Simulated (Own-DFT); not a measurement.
# Response to strain: wurtzite GaN, 72 atoms (Ga36N36)

These are calculations, not measurements. They come from Own-DFT, an in-house plane-wave density functional program, since retired, whose code no person has reviewed. Each row is one single-point run on a periodic cell that was not relaxed, without spin or spin-orbit coupling.

Settings of every run: PBE; PseudoDojo norm-conserving scalar-relativistic files (stringent for Ga); cutoff 96 hartree; 4 x 4 x 3 k mesh centred on Gamma; Gaussian smearing of 0.01 eV.

Known limits: forces not confirmed at this smearing and k mesh; stress not checked against mesh or cutoff.

Unstrained cell vectors in Å: (9.567, 0.000, 0.000); (-4.783, 8.285, 0.000); (0.000, 0.000, 10.370). The unstrained cell has measured lattice constants (interpolated for alloys), not those of this functional. That, the random moves and any unrelaxed bonds set the pressure at no strain. Each run strains this cell uniformly, with the atoms carried along. Every atom was also moved at random, by a Gaussian of width 0.05 Å on each axis. Strain is the symmetric tensor, in per cent. Stress is positive in tension, and the pressure is minus a third of its trace.

```
run  e_xx (%)  e_yy (%)  e_zz (%)  e_yz (%)  e_xz (%)  e_xy (%)  s_xx (GPa)  s_yy (GPa)  s_zz (GPa)  s_yz (GPa)  s_xz (GPa)  s_xy (GPa)  P (GPa)  E (meV/atom)
  1     -0.85      1.15      1.57     -0.92      0.40      1.97       -8.35       -1.77       -1.42       -1.86        1.06        5.62     3.85           3.6
  2      0.96     -1.65     -0.94      1.33      0.81      1.29       -5.45      -13.71      -12.06        3.34        1.87        3.48    10.41          19.0
  3      0.57      1.53      0.01      1.28     -0.49      0.97       -4.32        0.86       -5.69        2.31       -1.27        3.11     3.05           0.0
  4      1.33     -0.63      0.86     -0.95     -1.33     -1.53       -3.20       -6.64       -3.61       -1.25       -2.03       -4.38     4.48           9.0
  5     -1.57     -1.99      0.56      0.72     -1.47     -1.72      -16.60      -17.31       -8.07        2.08       -2.72       -4.53    13.99          41.1
  6     -1.12     -0.95     -0.93      0.23     -1.41      1.22      -12.21      -14.55      -13.16        0.34       -2.18        3.68    13.31          21.6
  7     -0.45      1.81     -0.09      0.93     -0.33      1.76       -6.19       -1.63       -7.10        1.83       -0.13        5.21     4.97          13.2
  8     -1.30     -1.61     -1.46      1.49     -0.86      0.55      -12.85      -19.68      -17.91        2.22       -0.93       -0.17    16.81          53.1
  9     -0.44      0.32     -1.35     -1.36     -1.81      0.65      -10.53       -7.55      -15.42       -3.75       -4.68        1.90    11.17          39.8
 10      0.03      0.23     -0.57     -0.10      1.88     -1.55       -6.13       -8.25      -11.17        0.15        3.64       -6.17     8.52          25.1
 11     -1.61      0.95      1.31      1.82     -1.56     -1.25      -10.29       -5.37       -3.04        4.23       -2.27       -4.14     6.24          19.2
 12     -0.02      0.15     -1.42     -1.78     -0.70     -1.80       -7.89       -8.32      -13.05       -3.88       -1.30       -4.06     9.75          20.8
 13      1.24      0.25      0.72     -1.24      0.75     -1.91       -1.47       -3.88       -3.38       -2.71        1.90       -4.51     2.91           2.2
 14     -0.67     -1.79      0.97     -1.52      0.82     -1.55      -12.49      -13.11       -4.82       -2.31        2.51       -6.44    10.14          15.8
 15     -1.44     -0.17     -0.83      1.58     -0.49     -0.21      -15.48       -9.08      -12.86        3.05       -0.54       -0.57    12.47          28.9
 16     -1.87     -1.05     -0.99      0.40      0.84     -1.02      -17.91      -15.30      -15.43        0.85        0.68       -1.21    16.21          49.4
 17     -1.99     -0.13     -0.57      0.40      0.30     -1.57           ?           ?           ?           ?           ?           ?        ?             ?
```

E is the free energy for each atom above the lowest run shown.

## Worked fit

Each stress component was fitted by least squares to a constant and the strains of the runs shown, as fractions, with shears doubled. Shear strains stay in the fit of a normal stress only where such slopes are resolved. The slopes, in GPa:

```
stress,at no strain,per e_xx,per e_yy,per e_zz,scatter
s_xx,-7.3,393 ± 33,129 ± 29,44 ± 34,1.33
s_yy,-7.3,158 ± 29,406 ± 26,128 ± 30,1.17
s_zz,-7.9,104 ± 19,68 ± 17,453 ± 20,0.77
```

Each shear stress against twice its own strain: yz 108 ± 5, xz 96 ± 8, xy 138 ± 13 GPa. These are stiffnesses along x, y and z of the frame in which the cell vectors are given, which need not be the crystal's axes. The atoms are held to the strained lattice; where symmetry lets them move under strain, relaxing them would lower some slopes. The table should be nearly symmetric about its diagonal, and what it lacks of that shows the noise. A ninth of its sum, 209 ± 4 GPa, estimates the bulk modulus near the mean pressure of these runs, 9.3 GPa, so it lies above the value at zero pressure.

## Withheld run

Question: what normal stresses and pressure should run 17 give?

The fit gives s_xx = -15.6, s_yy = -11.7, s_zz = -12.7 and P = 13.3 GPa. The calculation gave -16.68, -10.63, -11.50 and P = 12.94 GPa.
